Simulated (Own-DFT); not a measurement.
# Two functionals across a range of volumes: C11b WSi2, 30 atoms (Si20W10)

Everything here is calculated. The program is Own-DFT (plane waves, in-house, since retired, never reviewed by a person); positions were held fixed, and spin and spin-orbit coupling were off.

Known weak points: forces on such cells failed a check on a denser k mesh; stress not checked against mesh or cutoff.

Each geometry was run with PBE and with PBEsol, otherwise alike: PseudoDojo norm-conserving scalar-relativistic files made for PBE; cutoff 50 hartree; 5 x 5 x 5 k mesh centred on Gamma; cold (Marzari-Vanderbilt) smearing of 0.2 eV. Unstrained cell vectors in Å: (-2.149, -5.953, 3.409); (-6.444, 2.976, 1.136); (-2.553, -2.948, -6.757). Each has a uniform strain, of which the change of volume is shown, and random moves of rms u per axis.

| run | volume change (%) | u (Å) | P with PBE (GPa) | P with PBEsol (GPa) |
|---|---|---|---|---|
| 1 | 1.45 | 0.0515 | 3.51 | -0.49 |
| 2 | 0.98 | 0.0566 | 4.51 | 0.48 |
| 3 | -3.21 | 0.0499 | 15.33 | 11.04 |
| 4 | -2.54 | 0.0548 | 14.08 | 9.83 |
| 5 | 4.41 | 0.0491 | -2.44 | -6.31 |
| 6 | -1.06 | 0.0493 | 8.18 | 4.03 |
| 7 | 1.70 | 0.0522 | 2.76 | -1.26 |
| 8 | 1.92 | 0.0490 | 2.46 | -1.54 |
| 9 | -3.71 | 0.0486 | 15.99 | 11.71 |
| 10 | -0.59 | 0.0503 | 7.64 | 3.53 |
| 11 | -0.18 | 0.0528 | 6.75 | ? |

Asked: by how much does PBEsol shrink this cell, and what belongs in the blank?

## Solution

Write v for the change of volume as a fraction. Fitted to v and u², the PBE pressure has a slope of -237 ± 11 GPa in v, with the ions held to the strained lattice. The difference PBEsol less PBE is -4.10 + 5.4 v GPa (slope ± 0.2) and averages -4.10 GPa. Divided by the mean slope of the two, 234 GPa, that makes PBEsol's volume at a given pressure, near 5 GPa, about 1.8 % smaller, or 0.58 % in lengths. At one volume PBEsol's slope is the smaller by 5 GPa, but its pressure there is lower too. If stiffness rises by about 4 GPa for each GPa, PBEsol at equal pressure is stiffer by about 11 GPa. Files made for PBEsol would give a different shift.

For run 11 the line gives 2.64 GPa. The run itself gave 2.64 GPa.
